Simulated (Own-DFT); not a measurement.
# Point defects and the pressure they add: 2H SiC

Source: density functional calculations with Own-DFT, an unreviewed in-house program that is no longer used. Nothing was measured or relaxed, and spin and spin-orbit coupling are left out.

Common settings: PBE; PseudoDojo norm-conserving scalar-relativistic files; cutoff 42 hartree; 4 x 4 x 3 k mesh centred on Gamma; Fermi-Dirac smearing of 0.1 eV.

Keep in mind (not all hold for every row): not probed for a lower state with spin; forces on such cells moved up to 12 meV/angstrom on a denser k mesh; forces on such cells passed a denser k mesh, each cell not checked; stress not checked against mesh or cutoff.

All runs share one cell, with vectors in Å (9.248, 0.000, 0.000); (-4.624, 8.009, 0.000); (0.000, 0.000, 10.068) and a volume of 745.7 Å³. u is the rms random offset of the atoms per axis. The defect's site can differ from row to row.

| cell | formula | u (Å) | P (GPa) |
|---|---|---|---|
| no defect | C36Si36 | 0.0304 | 3.92 |
| no defect | C36Si36 | 0.0310 | 4.00 |
| no defect | C36Si36 | 0.0522 | 5.87 |
| one Al on a Si site and one N on a C site | AlC35NSi35 | 0.0281 | 3.86 |
| one Al on a Si site and one N on a C site | AlC35NSi35 | 0.0331 | 4.18 |
| one Al on a Si site and one N on a C site | AlC35NSi35 | 0.0510 | 5.52 |
| two Al on a Si site each | Al2C36Si34 | 0.0306 | 6.05 |
| two Al on a Si site each | Al2C36Si34 | 0.0314 | 5.74 |
| two Al on a Si site each | Al2C36Si34 | 0.0532 | 8.01 |
| one C on a Si site | C37Si35 | 0.0307 | 1.87 |
| one C on a Si site | C37Si35 | 0.0464 | 3.21 |
| one C on a Si site | C37Si35 | 0.0503 | 2.85 |
| one C vacancy | C35Si36 | 0.0282 | 3.57 |
| one C vacancy | C35Si36 | 0.0287 | ? |
| one C vacancy | C35Si36 | 0.0289 | 3.80 |
| one C vacancy | C35Si36 | 0.0306 | 3.71 |

## What the rows give

P = P0 + c u² + a shift for each defect gives P0 = 3.08 GPa, c = 988 ± 82 GPa/Å² and a scatter of 0.23 GPa. The shifts, and each times the cell's volume:

- two Al on a Si site each: 1.96 ± 0.19 GPa, 9.1 eV (4.6 eV for each of its 2 sites)
- one Al on a Si site and one N on a C site: -0.03 ± 0.19 GPa, -0.1 eV (not resolved)
- one C vacancy: -0.23 ± 0.19 GPa, -1.1 eV (not resolved)
- one C on a Si site: -2.28 ± 0.19 GPa, -10.6 eV

A positive shift means that the defect pushes the cell outwards. Shift times volume (160.2 GPa Å³ is 1 eV) depends little on the cell's size, so, taken for each site, it can be compared between cells at like pressure. The atoms around the defects weren't relaxed, which would change these numbers.

## Check

The question: what pressure belongs in the blank (one C vacancy, u = 0.0287 Å)?

From the fit: 3.66 ± 0.26 GPa. The calculation gave 3.68 GPa.
